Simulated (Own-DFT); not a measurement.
WC (WC crystal, atoms displaced), W31C33 (WC crystal with substituted atoms, atoms displaced) (calculated)

Computed with Own-DFT development build. A calculation, not a measurement: plane-wave density functional theory by an unreviewed code, no spin, of a simulated periodic cell, stress positive in tension, run twice, with PBE and with PBEsol, both on files made for PBE, so the change isn't that of files made for PBEsol, forces on such cells moved up to 12 meV/angstrom on a denser k mesh; the far tail of each file's local potential was reset to the Coulomb form; each entry is a single point on an unrelaxed cell, so the pressure reflects the starting lattice, taken from the Materials Project, from which strain is counted, and rises with the displacements; printed positions are rounded, which can move forces by about a meV/angstrom; the program, named Own-DFT, is a retired in-house code; no spin-orbit coupling; stress was not checked against mesh or cutoff.

Common to all runs: functional PBE, then PBEsol; potential files PseudoDojo norm-conserving, scalar-relativistic, standard set; wave cutoff 50 hartree; occupations cold (Marzari-Vanderbilt); smearing width 0.2 eV; k mesh 4 x 4 x 4 centred on Gamma.

(1) WC (WC crystal, atoms displaced)

```
WC
1.0
      5.8332    -5.0517    -2.8394
      0.0000    -5.0517     8.5183
     -5.8332    -5.0517    -2.8394
W C W C W C W C W C W C W C W C W C W C W C W C W C W C W C W C W C W C W C W C W C W C W C W C W C W C W C W C W C W C W C W C
1 1 1 1 1 1 1 1 1 1 1 1 1 1 1 1 1 1 1 1 1 1 1 1 1 1 1 1 1 1 1 1 1 1 1 1 1 1 1 1 1 1 1 1 1 1 1 1 1 1 1 1 1 1 1 1 1 1 1 1 1 1 1 1
Direct
  0.69827 0.87574 0.93285
  0.70042 0.95630 0.68403
  0.37876 0.74972 0.89514
  0.38197 0.82074 0.61839
  0.17844 0.38254 0.91109
  0.18823 0.45303 0.69180
  0.06074 0.62139 0.80535
  0.07460 0.72198 0.57112
  0.93063 0.87049 0.69669
  0.93514 0.98277 0.44513
  0.86115 0.24419 0.89936
  0.88744 0.31965 0.64278
  0.73895 0.49670 0.74574
  0.76235 0.56589 0.48631
  0.65084 0.75157 0.60131
  0.63495 0.81998 0.38738
  0.55848 0.13524 0.81116
  0.58001 0.19606 0.53252
  0.43975 0.36802 0.70972
  0.45236 0.44804 0.43783
  0.31186 0.61658 0.56344
  0.29871 0.70628 0.29493
  0.20457 0.87369 0.44341
  0.17918 0.97460 0.17879
  0.23882 0.99226 0.75478
  0.24709 0.07674 0.49282
  0.10644 0.24282 0.62600
  0.13760 0.32800 0.37152
  0.01467 0.49170 0.50076
  0.02156 0.57994 0.26364
  0.87060 0.74598 0.37120
  0.86369 0.83955 0.13650
  0.78820 0.13754 0.58757
  0.79939 0.20410 0.32790
  0.67286 0.39111 0.41194
  0.68183 0.45357 0.16767
  0.56588 0.61570 0.31603
  0.55996 0.70121 0.06054
  0.43338 0.88052 0.19965
  0.42639 0.95453 0.93982
  0.50852 0.00477 0.49073
  0.46810 0.09226 0.24015
  0.38488 0.24063 0.36691
  0.39805 0.31898 0.12366
  0.23265 0.50600 0.23258
  0.24999 0.58400 0.98996
  0.11455 0.74093 0.10562
  0.10779 0.82829 0.88102
  0.02946 0.13490 0.31066
  0.06649 0.21854 0.07561
  0.91731 0.38468 0.16975
  0.91437 0.44723 0.94127
  0.82397 0.62651 0.08292
  0.80007 0.71422 0.82100
  0.75924 0.99559 0.26160
  0.74815 0.07996 0.01322
  0.62556 0.25703 0.11276
  0.60597 0.31663 0.87527
  0.50545 0.49073 0.99493
  0.50990 0.58487 0.74477
  0.30265 0.11439 0.06836
  0.29597 0.21342 0.81909
  0.99585 0.01102 0.01431
  0.97959 0.06332 0.76826
```

| Property | Result |
| --- | --- |
| PBE pressure | 17.71 GPa |
| PBE stress xx | -16.78 GPa |
| PBE stress yy | -16.36 GPa |
| PBE stress zz | -19.97 GPa |
| PBE stress yz | -1.93 GPa |
| PBE stress xz | 0.97 GPa |
| PBE stress xy | 1.22 GPa |
| PBEsol pressure | 9.6 GPa |
| PBEsol stress xx | -8.84 GPa |
| PBEsol stress yy | -8.39 GPa |
| PBEsol stress zz | -11.57 GPa |
| PBEsol stress yz | -1.94 GPa |
| PBEsol stress xz | 0.96 GPa |
| PBEsol stress xy | 1.21 GPa |
| rms change of force components from PBE to PBEsol | 0.045 eV/Å |

Force:
```csv
force element,PBE force x (eV/Å),PBE force y (eV/Å),PBE force z (eV/Å),PBEsol force x (eV/Å),PBEsol force y (eV/Å),PBEsol force z (eV/Å)
W,-4.952,0.947,0.897,-4.883,0.922,0.866
C,-2.528,1.188,0.583,-2.482,1.158,0.569
W,3.187,3.251,1.711,3.117,3.229,1.69
C,-0.581,-1.566,0.585,-0.574,-1.525,0.587
W,-5.622,-3.422,-5.665,-5.542,-3.382,-5.588
C,2.227,1.469,1.949,2.191,1.453,1.937
W,-1.434,-0.163,1.095,-1.407,-0.197,1.064
C,0.182,2.154,-1.421,0.182,2.112,-1.42
W,3.297,-0.613,1.024,3.227,-0.601,1.011
C,-0.996,1.1,-3.502,-0.994,1.102,-3.44
W,5.712,1.345,1.468,5.624,1.341,1.469
C,-1.935,0.141,3.871,-1.916,0.121,3.809
W,1.941,-2.014,-1.255,1.898,-1.988,-1.237
C,-0.742,-2.524,1.832,-0.733,-2.486,1.836
W,-9.314,-0.558,-3.047,-9.197,-0.578,-3.027
C,2.515,2.439,4.981,2.504,2.399,4.931
W,-1.777,4.601,-5.625,-1.734,4.5,-5.529
C,-5.281,0.742,4.866,-5.216,0.76,4.809
W,3.044,4.453,4.928,2.965,4.36,4.869
C,-3.559,1.616,3.071,-3.503,1.58,3.043
W,1.534,-0.886,0.805,1.5,-0.861,0.813
C,-0.03,-2.117,-1.291,-0.033,-2.083,-1.274
W,-1.598,3.098,2.519,-1.577,3.044,2.467
C,-2.512,0.093,-4.447,-2.468,0.086,-4.392
W,1.492,-0.805,0.766,1.446,-0.789,0.755
C,-0.857,-1.084,0.214,-0.838,-1.07,0.204
W,3.544,-2.283,-2.57,3.494,-2.276,-2.508
C,-1.264,0.205,1.088,-1.268,0.2,1.077
W,-1.543,1.023,1.535,-1.512,1.005,1.521
C,-2.8,3.338,3.662,-2.768,3.314,3.634
W,1.974,-3.631,-1.599,1.921,-3.537,-1.561
C,2.12,0.445,-1.255,2.09,0.445,-1.243
W,8.842,-0.829,-4.766,8.777,-0.799,-4.751
C,0.784,0.602,2.3,0.774,0.605,2.26
W,0.547,-1.444,-10.63,0.549,-1.392,-10.5
C,-1.098,-2.001,1.206,-1.081,-1.985,1.185
W,0.156,1.54,5.283,0.184,1.484,5.17
C,-0.036,-1.954,-0.195,-0.033,-1.928,-0.195
W,1.962,2.319,-1.309,1.916,2.304,-1.262
C,0.726,-0.889,-0.1,0.692,-0.871,-0.099
W,-2.738,2.322,-2.961,-2.671,2.31,-2.905
C,2.729,-1.959,-4.951,2.668,-1.933,-4.9
W,-4.157,-1.385,4.152,-4.075,-1.371,4.095
C,-2.828,1.896,3.463,-2.773,1.864,3.393
W,3.262,-3.072,-6.944,3.206,-3.051,-6.827
C,-0.202,0.523,-0.581,-0.212,0.516,-0.56
W,-2.05,-5.049,0.942,-2.022,-4.969,0.88
C,1.882,-0.825,0.542,1.864,-0.81,0.538
W,3.824,-5.269,-3.13,3.808,-5.187,-3.104
C,0.31,2.16,0.815,0.284,2.167,0.801
W,-0.316,-4.944,-7.09,-0.322,-4.845,-6.99
C,2.898,-0.516,3.01,2.851,-0.507,2.967
W,0.825,5.127,3.967,0.813,5.062,3.899
C,1.97,0.493,-2.519,1.963,0.477,-2.475
W,-2.289,2.53,3.088,-2.231,2.491,3.04
C,-0.359,0.598,0.447,-0.328,0.572,0.441
W,-3.535,0.454,-6.142,-3.473,0.424,-6.028
C,1.728,-4.35,2.068,1.688,-4.31,2.045
W,-1.772,-0.071,3.913,-1.73,-0.047,3.851
C,-1.325,0.687,0.124,-1.312,0.687,0.1
W,3.424,-0.664,5.833,3.381,-0.664,5.766
C,1.034,1.307,-1.713,1.026,1.278,-1.684
W,0.684,3.137,-2.133,0.658,3.103,-2.096
C,1.677,-2.453,2.244,1.647,-2.43,2.204
```

(2) W31C33 (WC crystal with substituted atoms, atoms displaced)

```
W31C33
1.0
      5.8332    -5.0517    -2.8394
      0.0000    -5.0517     8.5183
     -5.8332    -5.0517    -2.8394
W C W C W C W C W C W C W C W C W C W C W C W C W C W C W C W C W C W C W C W C W C W C W C W C W C W C W C W C W C W C W C
1 1 1 1 1 1 1 1 1 1 1 1 1 1 1 1 1 1 1 1 1 1 1 1 1 1 1 1 1 1 1 1 1 1 1 1 1 1 1 1 1 1 1 1 1 1 1 1 1 1 1 1 1 3 1 1 1 1 1 1 1 1
Direct
  0.68843 0.87583 0.93778
  0.69107 0.96343 0.69431
  0.37410 0.75213 0.87343
  0.37430 0.84139 0.62895
  0.18729 0.37803 0.93247
  0.18969 0.45889 0.69021
  0.06577 0.62160 0.81414
  0.06720 0.70567 0.56516
  0.93893 0.87420 0.68086
  0.93974 0.95765 0.43472
  0.87931 0.25193 0.88234
  0.87557 0.32953 0.62303
  0.74606 0.50538 0.74723
  0.75150 0.58548 0.50357
  0.62975 0.75170 0.62562
  0.62115 0.83344 0.37368
  0.56118 0.12550 0.81727
  0.56073 0.20725 0.57081
  0.43614 0.37782 0.69238
  0.43936 0.45713 0.43837
  0.31061 0.62670 0.56440
  0.32106 0.70490 0.31897
  0.18691 0.87728 0.43976
  0.18901 0.95542 0.19500
  0.24875 0.00099 0.75095
  0.25521 0.08700 0.50295
  0.12803 0.24509 0.62633
  0.12529 0.33681 0.37850
  0.00076 0.50337 0.50578
  0.99168 0.58186 0.24545
  0.87561 0.74798 0.37396
  0.87209 0.83053 0.12912
  0.81201 0.12404 0.56642
  0.80948 0.20676 0.31311
  0.68024 0.37715 0.43725
  0.69233 0.45724 0.19188
  0.55957 0.62337 0.31267
  0.55375 0.70980 0.06090
  0.43667 0.87403 0.18391
  0.44197 0.95593 0.93935
  0.50286 0.99962 0.50108
  0.49855 0.08438 0.25239
  0.36976 0.25017 0.37212
  0.37649 0.33090 0.12171
  0.25569 0.50124 0.24497
  0.25450 0.58471 0.00448
  0.13231 0.75233 0.12490
  0.11918 0.83601 0.87520
  0.06058 0.12433 0.30960
  0.05602 0.20537 0.05746
  0.93968 0.37437 0.18772
  0.94188 0.45596 0.93643
  0.81235 0.62561 0.05766
  0.81556 0.71005 0.80952
  0.74633 0.99353 0.25528
  0.75227 0.08807 0.99679
  0.62708 0.24710 0.11813
  0.62543 0.34101 0.87617
  0.50512 0.50164 0.00296
  0.50201 0.58147 0.74849
  0.31309 0.12544 0.06263
  0.30972 0.21015 0.80804
  0.00561 0.99522 0.00083
  0.99980 0.08164 0.75307
```

| Quantity | Value |
| --- | --- |
| PBE pressure | 2.49 GPa |
| PBE stress xx | -2.72 GPa |
| PBE stress yy | -1.93 GPa |
| PBE stress zz | -2.83 GPa |
| PBE stress yz | -0.22 GPa |
| PBE stress xz | 0.15 GPa |
| PBE stress xy | -0.3 GPa |
| PBEsol pressure | -5.43 GPa |
| PBEsol stress xx | 5.05 GPa |
| PBEsol stress yy | 5.84 GPa |
| PBEsol stress zz | 5.41 GPa |
| PBEsol stress yz | -0.21 GPa |
| PBEsol stress xz | 0.15 GPa |
| PBEsol stress xy | -0.3 GPa |
| rms change of force components from PBE to PBEsol | 0.018 eV/Å |

Force:
```csv
force element,PBE force x (eV/Å),PBE force y (eV/Å),PBE force z (eV/Å),PBEsol force x (eV/Å),PBEsol force y (eV/Å),PBEsol force z (eV/Å)
W,-0.353,-1.221,-0.148,-0.354,-1.161,-0.139
C,0.23,1.029,-0.137,0.225,1.011,-0.134
W,0.065,0.215,-0.523,0.056,0.205,-0.522
C,0.573,0.666,-0.897,0.563,0.664,-0.882
W,-0.566,-0.743,-1.845,-0.553,-0.725,-1.818
C,0.193,0.52,0.173,0.184,0.507,0.171
W,-0.365,-0.325,1.562,-0.349,-0.311,1.544
C,-0.148,0.266,0.866,-0.148,0.268,0.849
W,-0.887,-0.945,-0.099,-0.881,-0.938,-0.092
C,-0.327,-0.72,-0.672,-0.321,-0.726,-0.685
W,0.726,2.63,0.72,0.712,2.599,0.697
C,-0.499,-0.627,0.501,-0.49,-0.624,0.496
W,0.688,-0.486,-2.429,0.677,-0.484,-2.393
C,0.255,0.761,0.239,0.246,0.749,0.237
W,-0.518,0.721,1.115,-0.51,0.702,1.096
C,-0.247,-0.007,-1.12,-0.253,0.003,-1.135
W,0.754,-0.11,0.334,0.74,-0.112,0.318
C,0.595,0.262,0.334,0.58,0.256,0.327
W,0.978,0.693,-0.471,0.959,0.684,-0.465
C,-0.383,0.339,0.592,-0.369,0.332,0.588
W,0.794,-0.533,-0.493,0.775,-0.523,-0.488
C,-0.456,0.948,1.299,-0.445,0.941,1.277
W,0.282,0,-0.517,0.276,0.001,-0.507
C,0.764,0.251,1.038,0.756,0.247,1.025
W,0.224,-0.304,-0.144,0.225,-0.301,-0.137
C,-0.08,1.006,-0.381,-0.084,0.992,-0.38
W,-0.401,0.13,2.25,-0.392,0.116,2.224
C,0.324,0.49,-0.168,0.324,0.481,-0.169
W,0.882,1.632,-0.69,0.868,1.603,-0.675
C,0.611,-1.357,-0.316,0.603,-1.334,-0.308
W,-0.009,-0.086,1.214,-0.017,-0.094,1.142
C,1.401,0.282,-0.704,1.393,0.286,-0.721
W,1.113,0.628,0.896,1.064,0.604,0.876
C,0.101,-1.189,0.946,0.108,-1.187,0.958
W,1.279,-0.761,-2.069,1.264,-0.759,-2.038
C,0.13,0.606,0.225,0.128,0.597,0.221
W,0.648,-1.411,0.118,0.631,-1.379,0.119
C,0.922,-0.703,-0.353,0.909,-0.684,-0.347
W,-0.399,-1.889,-0.187,-0.396,-1.819,-0.189
C,-0.303,0.255,0.506,-0.297,0.257,0.496
W,0.413,0.052,0.733,0.367,0.031,0.728
C,-0.355,0.726,0.884,-0.362,0.729,0.898
W,0.48,-0.973,-0.872,0.465,-0.955,-0.868
C,-0.074,-0.126,0.323,-0.072,-0.125,0.319
W,-1.986,0.174,-0.397,-1.951,0.161,-0.395
C,0.507,0.568,0.302,0.5,0.558,0.296
W,-1.657,1.328,-0.382,-1.623,1.304,-0.365
C,0.849,-0.127,-0.856,0.84,-0.127,-0.844
W,-0.926,0.023,-0.014,-0.877,0.003,-0.023
C,0.406,-1.637,-0.919,0.406,-1.619,-0.906
W,-0.916,0.066,0.066,-0.902,0.084,0.071
C,-0.673,-0.105,0.953,-0.666,-0.112,0.94
W,-0.499,-0.844,-0.3,-0.49,-0.828,-0.298
C,-0.278,-0.006,-0.162,-0.273,0.002,-0.164
C,-0.322,0.085,-0.644,-0.318,0.083,-0.641
C,0.681,0.803,0.218,0.684,0.802,0.24
W,-1.613,-1.439,-0.677,-1.585,-1.419,-0.599
C,0.221,0.451,-0.88,0.209,0.445,-0.865
W,-0.26,1.058,0.307,-0.26,1.053,0.312
C,-0.555,-0.459,0.878,-0.545,-0.455,0.861
W,-0.037,-0.022,-0.184,-0.025,-0.031,-0.191
C,-0.375,-0.885,-0.555,-0.371,-0.877,-0.544
W,-1.833,0.322,1.521,-1.772,0.292,1.512
C,0.213,0.058,0.093,0.216,0.056,0.088
```

(3) W31C33 (WC crystal with substituted atoms, atoms displaced)

```
W31C33
1.0
      5.8332    -5.0517    -2.8394
      0.0000    -5.0517     8.5183
     -5.8332    -5.0517    -2.8394
W C W C W C W C W C W C W C W C W C W C W C W C W C W C W C W C W C W C W C W C W C W C W C W C W C W C W C W C W C W C W C
1 1 1 1 1 1 1 1 1 1 1 1 1 1 1 1 1 1 1 1 1 1 1 3 1 1 1 1 1 1 1 1 1 1 1 1 1 1 1 1 1 1 1 1 1 1 1 1 1 1 1 1 1 1 1 1 1 1 1 1 1 1
Direct
  0.69065 0.86603 0.93799
  0.68018 0.96203 0.68505
  0.37852 0.74859 0.87771
  0.36914 0.83342 0.63006
  0.18295 0.37541 0.94168
  0.19577 0.46151 0.68110
  0.05755 0.62385 0.80782
  0.06070 0.71219 0.55806
  0.93068 0.87287 0.68651
  0.93348 0.95654 0.44424
  0.87545 0.25135 0.87587
  0.87567 0.32835 0.63057
  0.75179 0.49620 0.74360
  0.74782 0.58197 0.49989
  0.62186 0.74868 0.62529
  0.62372 0.82769 0.36855
  0.56900 0.12334 0.81363
  0.56169 0.20761 0.55230
  0.43935 0.37270 0.69273
  0.43499 0.45555 0.43783
  0.30758 0.62016 0.56682
  0.31185 0.70371 0.31076
  0.18645 0.88044 0.43373
  0.19105 0.95638 0.18610
  0.25048 0.99802 0.74890
  0.24959 0.08342 0.49918
  0.12860 0.24929 0.62771
  0.12258 0.33579 0.36894
  0.99428 0.50361 0.50160
  0.99594 0.58510 0.25228
  0.87640 0.74939 0.37300
  0.87490 0.83175 0.12646
  0.80574 0.12371 0.55945
  0.81427 0.20898 0.31535
  0.68883 0.37082 0.43790
  0.68580 0.45824 0.18974
  0.56716 0.62503 0.31133
  0.56650 0.71086 0.06080
  0.43434 0.87375 0.18748
  0.43932 0.95442 0.94086
  0.49234 0.00498 0.49744
  0.50083 0.08855 0.25099
  0.37541 0.24602 0.37691
  0.36840 0.33454 0.12646
  0.25211 0.49564 0.24208
  0.25382 0.58846 0.99799
  0.12295 0.75180 0.12757
  0.12473 0.83323 0.87686
  0.06705 0.12629 0.31326
  0.06423 0.21266 0.06238
  0.93699 0.37227 0.18922
  0.93191 0.45624 0.93345
  0.81316 0.62368 0.06216
  0.81382 0.70506 0.81187
  0.75555 0.99999 0.24825
  0.75130 0.07906 0.00599
  0.62295 0.24757 0.12533
  0.62062 0.33594 0.87782
  0.49947 0.49674 0.99130
  0.49457 0.58649 0.75015
  0.31304 0.12305 0.05951
  0.31072 0.20773 0.81826
  0.99994 0.00208 0.00296
  0.99595 0.08389 0.75228
```

| Quantity | Value |
| --- | --- |
| PBE pressure | 2.83 GPa |
| PBE stress xx | -2.9 GPa |
| PBE stress yy | -2.51 GPa |
| PBE stress zz | -3.07 GPa |
| PBE stress yz | -0.18 GPa |
| PBE stress xz | -0.16 GPa |
| PBE stress xy | -0.17 GPa |
| PBEsol pressure | -5.1 GPa |
| PBEsol stress xx | 4.87 GPa |
| PBEsol stress yy | 5.26 GPa |
| PBEsol stress zz | 5.16 GPa |
| PBEsol stress yz | -0.17 GPa |
| PBEsol stress xz | -0.16 GPa |
| PBEsol stress xy | -0.17 GPa |
| rms change of force components from PBE to PBEsol | 0.019 eV/Å |

Force:
```csv
force element,PBE force x (eV/Å),PBE force y (eV/Å),PBE force z (eV/Å),PBEsol force x (eV/Å),PBEsol force y (eV/Å),PBEsol force z (eV/Å)
W,-0.535,-0.763,2.811,-0.533,-0.753,2.777
C,0.209,0.245,-0.804,0.214,0.235,-0.793
W,-0.415,0.679,1.962,-0.4,0.669,1.868
C,1.159,0.508,-0.549,1.15,0.504,-0.569
W,2.062,0.288,0.39,2.04,0.282,0.365
C,-2.063,0.881,-1.012,-2.036,0.864,-0.994
W,0.152,-1.821,-0.422,0.152,-1.784,-0.408
C,-0.32,-0.153,-0.266,-0.324,-0.138,-0.267
W,0.756,-2.018,0.051,0.756,-1.946,0.052
C,0.99,0.191,0.25,0.979,0.198,0.243
W,-0.313,0.928,-1.097,-0.31,0.918,-1.088
C,0.855,0.248,0.659,0.84,0.244,0.655
W,-1.668,-0.703,0.627,-1.645,-0.704,0.611
C,0.111,0,0.194,0.113,-0.004,0.189
W,0.152,0.194,0.826,0.15,0.178,0.805
C,-0.46,-1.07,0.757,-0.448,-1.046,0.742
W,-1.774,1.321,0.41,-1.727,1.288,0.41
C,-1.057,-1.064,-0.861,-1.028,-1.049,-0.852
W,0.205,1.373,0.551,0.193,1.356,0.551
C,0.223,-0.289,0.178,0.215,-0.285,0.176
W,2.206,-0.59,2.112,2.174,-0.585,2.079
C,-0.065,-0.371,0.15,-0.055,-0.362,0.151
W,-1.13,-0.627,-2.244,-1.121,-0.582,-2.208
C,-0.523,0.077,0.94,-0.52,0.072,0.928
C,0.015,0.113,-0.581,0.015,0.108,-0.56
C,0.357,0.321,1.289,0.372,0.325,1.298
W,-0.232,0.744,-0.286,-0.226,0.736,-0.231
C,-0.521,-0.67,-0.858,-0.507,-0.653,-0.846
W,1.509,0.38,-1.763,1.482,0.374,-1.73
C,0.758,0.265,-0.618,0.743,0.26,-0.609
W,-0.92,0.207,0.367,-0.906,0.211,0.354
C,0.323,-0.092,0.293,0.319,-0.085,0.29
W,0.482,-1.755,-1.107,0.475,-1.732,-1.089
C,0.373,0.444,0.049,0.365,0.437,0.051
W,-0.071,-0.041,1.402,-0.062,-0.041,1.376
C,0.433,0.35,-0.187,0.43,0.341,-0.185
W,-1.089,1.355,-0.091,-1.066,1.331,-0.085
C,-0.554,0.542,-0.799,-0.542,0.534,-0.786
W,0.991,-0.743,-0.287,0.983,-0.724,-0.28
C,0.415,-0.996,-0.599,0.409,-0.991,-0.614
W,-0.044,0.039,-2.729,-0.014,0.011,-2.678
C,0.27,0.78,-1.029,0.264,0.764,-1.015
W,-0.027,0.364,2.08,-0.02,0.372,2.039
C,1.039,0.044,-0.901,1.026,0.045,-0.886
W,-1.902,-1.65,0.966,-1.882,-1.624,0.948
C,-0.664,1.009,-0.359,-0.654,0.998,-0.356
W,1.17,0.56,-0.561,1.154,0.537,-0.547
C,-0.698,0.74,-0.587,-0.701,0.738,-0.606
W,-0.712,0.48,0.136,-0.704,0.474,0.13
C,-0.409,0.46,-1.045,-0.412,0.447,-1.029
W,-0.213,-0.13,1.245,-0.208,-0.129,1.222
C,0.21,-0.927,0.094,0.214,-0.912,0.096
W,-0.195,0.486,-0.491,-0.204,0.478,-0.471
C,-0.117,0.525,0.195,-0.119,0.519,0.19
W,-1.536,0.594,-0.053,-1.512,0.584,-0.047
C,0.61,0.313,0.772,0.602,0.306,0.762
W,0.273,-0.543,0.519,0.273,-0.536,0.508
C,1.002,0.24,-1.142,0.987,0.236,-1.124
W,-1.604,-2.087,0.029,-1.59,-2.054,0.03
C,0.809,0.145,-0.675,0.793,0.146,-0.664
W,0.256,0.18,0.064,0.211,0.155,0.062
C,0.651,-0.803,1.13,0.64,-0.809,1.142
W,1.236,0.672,-0.381,1.179,0.639,-0.382
C,-0.429,0.62,0.888,-0.435,0.614,0.901
```

(4) W31C33 (WC crystal with substituted atoms, atoms displaced)

```
W31C33
1.0
      5.8332    -5.0517    -2.8394
      0.0000    -5.0517     8.5183
     -5.8332    -5.0517    -2.8394
W C W C W C W C W C W C W C W C W C W C W C W C W C W C W C W C W C W C W C W C W C W C W C W C W C W C W C W C W C W C W C
1 1 1 1 1 1 1 1 1 1 1 1 1 1 1 1 1 1 1 1 1 1 1 1 1 1 1 1 1 3 1 1 1 1 1 1 1 1 1 1 1 1 1 1 1 1 1 1 1 1 1 1 1 1 1 1 1 1 1 1 1 1
Direct
  0.68438 0.87994 0.94226
  0.69048 0.96220 0.68388
  0.37581 0.74539 0.87691
  0.38008 0.83148 0.62664
  0.18230 0.37404 0.93487
  0.17982 0.45591 0.68901
  0.06681 0.62884 0.81386
  0.05883 0.70334 0.56577
  0.93974 0.87308 0.67968
  0.94248 0.95806 0.43972
  0.87148 0.25221 0.87309
  0.87431 0.33422 0.62543
  0.74639 0.50038 0.74574
  0.75505 0.58073 0.50375
  0.62684 0.75247 0.62633
  0.62872 0.83411 0.37220
  0.56599 0.12174 0.81206
  0.55798 0.20978 0.56526
  0.44236 0.37456 0.69016
  0.43920 0.44955 0.44191
  0.31007 0.62860 0.56093
  0.31509 0.70876 0.30859
  0.19050 0.87854 0.43093
  0.18279 0.95775 0.18881
  0.24717 0.00020 0.74592
  0.25156 0.08550 0.49812
  0.12277 0.24579 0.62045
  0.12682 0.33290 0.37091
  0.00628 0.49743 0.50579
  0.00407 0.58342 0.24702
  0.87255 0.74940 0.37272
  0.87475 0.83735 0.11892
  0.81441 0.12178 0.56456
  0.81317 0.20633 0.31013
  0.68838 0.37248 0.43370
  0.68536 0.45870 0.18740
  0.56479 0.62233 0.30634
  0.56374 0.70807 0.06024
  0.44466 0.86608 0.18429
  0.43135 0.95802 0.93478
  0.50076 0.00084 0.49677
  0.50546 0.08560 0.25318
  0.37762 0.25377 0.37718
  0.37066 0.33130 0.12871
  0.24941 0.49571 0.25133
  0.24262 0.57632 0.00219
  0.12634 0.75129 0.12563
  0.13002 0.83343 0.88082
  0.07108 0.12379 0.31108
  0.05991 0.20676 0.06096
  0.93641 0.37900 0.18821
  0.93445 0.45812 0.93324
  0.80806 0.62490 0.06127
  0.81306 0.70875 0.81287
  0.74719 0.99867 0.24549
  0.74777 0.07780 0.00130
  0.62256 0.24946 0.12340
  0.62955 0.33411 0.87089
  0.50440 0.49583 0.00217
  0.50048 0.58470 0.75234
  0.31587 0.13152 0.06553
  0.31423 0.20556 0.81323
  0.00115 0.00339 0.00146
  0.99773 0.08530 0.74526
```

| Item | Value |
| --- | --- |
| PBE pressure | 2.77 GPa |
| PBE stress xx | -2.2 GPa |
| PBE stress yy | -2.79 GPa |
| PBE stress zz | -3.32 GPa |
| PBE stress yz | 0.11 GPa |
| PBE stress xz | -0.4 GPa |
| PBE stress xy | -0.29 GPa |
| PBEsol pressure | -5.16 GPa |
| PBEsol stress xx | 5.57 GPa |
| PBEsol stress yy | 4.99 GPa |
| PBEsol stress zz | 4.91 GPa |
| PBEsol stress yz | 0.12 GPa |
| PBEsol stress xz | -0.4 GPa |
| PBEsol stress xy | -0.28 GPa |
| rms change of force components from PBE to PBEsol | 0.019 eV/Å |

Force:
```csv
force element,PBE force x (eV/Å),PBE force y (eV/Å),PBE force z (eV/Å),PBEsol force x (eV/Å),PBEsol force y (eV/Å),PBEsol force z (eV/Å)
W,1.9,1.392,-1.513,1.858,1.365,-1.5
C,-0.559,0.34,-1.061,-0.558,0.333,-1.043
W,0.139,-0.061,1.215,0.135,-0.066,1.209
C,-0.172,0.282,0.632,-0.169,0.28,0.621
W,0.338,-0.465,-0.455,0.33,-0.468,-0.449
C,0.895,-0.965,-0.304,0.878,-0.946,-0.295
W,-0.623,1.437,-0.376,-0.61,1.426,-0.375
C,0.948,-1.375,-0.375,0.934,-1.369,-0.394
W,-0.527,-0.149,-0.381,-0.55,-0.163,-0.367
C,0.35,-0.314,1.335,0.346,-0.33,1.341
W,0.335,-0.397,-1.084,0.335,-0.394,-1.068
C,0.154,0.464,-0.221,0.149,0.455,-0.218
W,0.384,-1.151,-0.117,0.37,-1.142,-0.124
C,-0.563,1.054,-0.206,-0.565,1.047,-0.233
W,1.06,0.721,-0.361,1.014,0.692,-0.358
C,-0.767,0.574,0.318,-0.768,0.58,0.34
W,-0.935,0.296,1.266,-0.926,0.288,1.25
C,0.996,-0.263,-0.543,0.986,-0.261,-0.532
W,-1.001,1.187,0.847,-0.977,1.175,0.83
C,0.184,-0.672,1.724,0.185,-0.656,1.69
W,0.07,0.053,-1.313,0.06,0.053,-1.294
C,-0.291,0.132,-0.35,-0.28,0.124,-0.341
W,-1.325,0.327,-1.598,-1.282,0.304,-1.571
C,1.268,-0.581,-0.261,1.246,-0.576,-0.254
W,-0.124,-0.866,-0.942,-0.121,-0.86,-0.92
C,0.191,-0.008,-0.605,0.184,-0.008,-0.596
W,-0.299,-1.671,0.523,-0.297,-1.648,0.514
C,-0.519,-0.021,-0.058,-0.509,-0.024,-0.056
W,-0.066,1.534,2.278,-0.066,1.514,2.187
C,0.276,0.518,-0.856,0.285,0.524,-0.873
C,-0.357,0.185,0.151,-0.355,0.176,0.152
C,0.408,0.358,0.408,0.412,0.362,0.43
W,1.036,0.6,1.605,1.022,0.586,1.574
C,0.019,-0.262,-0.217,0.014,-0.256,-0.208
W,-0.56,-1.138,-0.026,-0.565,-1.119,-0.016
C,0.371,-0.001,-0.19,0.366,0.009,-0.182
W,-1.056,-1.884,-0.519,-1.031,-1.818,-0.496
C,0.003,0.25,-0.867,-0.003,0.245,-0.864
W,-1.36,-1.038,2.77,-1.327,-1.029,2.719
C,0.156,-0.78,-0.085,0.163,-0.779,-0.084
W,-0.325,-0.001,-0.644,-0.325,-0.001,-0.643
C,-0.063,0.986,0.087,-0.056,0.964,0.091
W,-0.093,1.095,-1.318,-0.085,1.089,-1.301
C,0.87,-0.33,0.496,0.857,-0.329,0.484
W,0.159,-0.665,1.525,0.155,-0.658,1.506
C,0.783,-1.009,0.401,0.771,-0.987,0.401
W,-1.09,0.75,-0.314,-1.036,0.718,-0.304
C,0.24,0.603,0.652,0.241,0.595,0.635
W,-1.839,1.316,1.398,-1.816,1.3,1.369
C,-0.038,-0.656,0.501,-0.037,-0.655,0.494
W,0.538,0.561,-0.83,0.541,0.557,-0.819
C,-0.206,-0.398,-0.011,-0.199,-0.392,-0.018
W,0.804,-1.758,-0.135,0.793,-1.692,-0.135
C,-0.125,-0.019,0.376,-0.124,-0.019,0.371
W,0.038,-1.948,-1.287,0.039,-1.91,-1.202
C,0.348,-0.696,1.133,0.336,-0.684,1.115
W,0.482,-0.61,-0.547,0.47,-0.594,-0.536
C,-0.835,0.254,-0.312,-0.819,0.248,-0.307
W,-0.641,1.105,1.487,-0.626,1.081,1.466
C,0.204,0.507,0.018,0.203,0.501,0.016
W,0.22,2.271,-1.734,0.218,2.247,-1.701
C,0.06,0.066,0.461,0.06,0.065,0.453
W,0.399,1.291,-0.693,0.384,1.28,-0.697
C,-0.267,-0.353,-0.897,-0.252,-0.349,-0.88
```
